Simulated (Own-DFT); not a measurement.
# PBE against PBEsol on the same cells

Calculated results; nothing here was measured. They come from Own-DFT, an in-house plane-wave density functional program, since retired, whose code no person has reviewed. Each row is one single-point run on a periodic cell that was not relaxed, without spin or spin-orbit coupling.

Known limits, some of them of some rows only: forces on such cells failed a check on a denser k mesh; forces on such cells moved up to 12 meV/angstrom on a denser k mesh; forces on such cells passed a denser k mesh, each cell not checked; stress not checked against mesh or cutoff.

Each cell was run twice at the same cutoff, k mesh and smearing, with PBE and with PBEsol, on PseudoDojo norm-conserving files made for PBE. Atoms were moved at random from their sites; u is the rms move along one axis. Files made for PBEsol would give a somewhat different change.

| cell | atoms | volume (Å³/atom) | u (Å) | cutoff (hartree) | P with PBE (GPa) | P with PBEsol (GPa) | change (GPa) |
|---|---|---|---|---|---|---|---|
| C11b WSi2 with one Si on a W site (Si21W9) | 30 | 13.44 | 0.052 | 50 | 7.25 | 3.40 | -3.85 |
| C11b WSi2 with one Si on a W site (Si21W9) | 30 | 13.44 | 0.031 | 50 | 6.01 | 2.17 | -3.84 |
| C11b WSi2 with one Si on a W site (Si21W9) | 30 | 13.44 | 0.092 | 50 | 10.38 | 6.53 | -3.85 |
| C40 NbSi2 (Nb12Si24) | 36 | 14.64 | 0.021 | 42 | 1.54 | -2.12 | -3.65 |
| C40 NbSi2 (Nb12Si24) | 36 | 14.64 | 0.111 | 42 | 6.96 | 3.30 | -3.66 |
| C40 NbSi2 (Nb12Si24) | 36 | 14.64 | 0.096 | 42 | 6.52 | 2.87 | -3.66 |
| D0_22 TiAl3 (Al30Ti10) | 40 | 15.63 | 0.045 | 42 | 2.42 | 0.51 | -1.90 |
| D0_22 TiAl3 (Al30Ti10) | 40 | 15.48 | 0.056 | 42 | 4.45 | 2.51 | -1.93 |
| D0_22 TiAl3 (Al30Ti10) | 40 | 15.63 | 0.097 | 42 | 4.86 | ? | ? |
| beta-Si3N4 (N64Si48) | 112 | 10.41 | 0.052 | 42 | 8.48 | 6.07 | -2.41 |
| beta-Si3N4 (N24Si18) | 42 | 10.20 | 0.048 | 42 | 13.29 | 10.84 | -2.44 |
| beta-Si3N4 (N64Si48) | 112 | 10.48 | 0.055 | 42 | 6.60 | 4.20 | -2.40 |

## Worked reading

Mean change of pressure by composition, in GPa: Si7W3, -3.85; NbSi2, -3.66; N4Si3, -2.42; Al3Ti, -1.92. At a fixed cell PBEsol gives the lower pressure, because it favours a smaller volume than PBE. Here the change varies more between materials than between cells of one material.

## Withheld value

Question: what PBEsol pressure should the Al30Ti10 cell with the blank give?

Adding the mean change of the cells with its composition, -1.92 GPa, to 4.86 gives 2.9 GPa. The calculation gave 2.95 GPa.
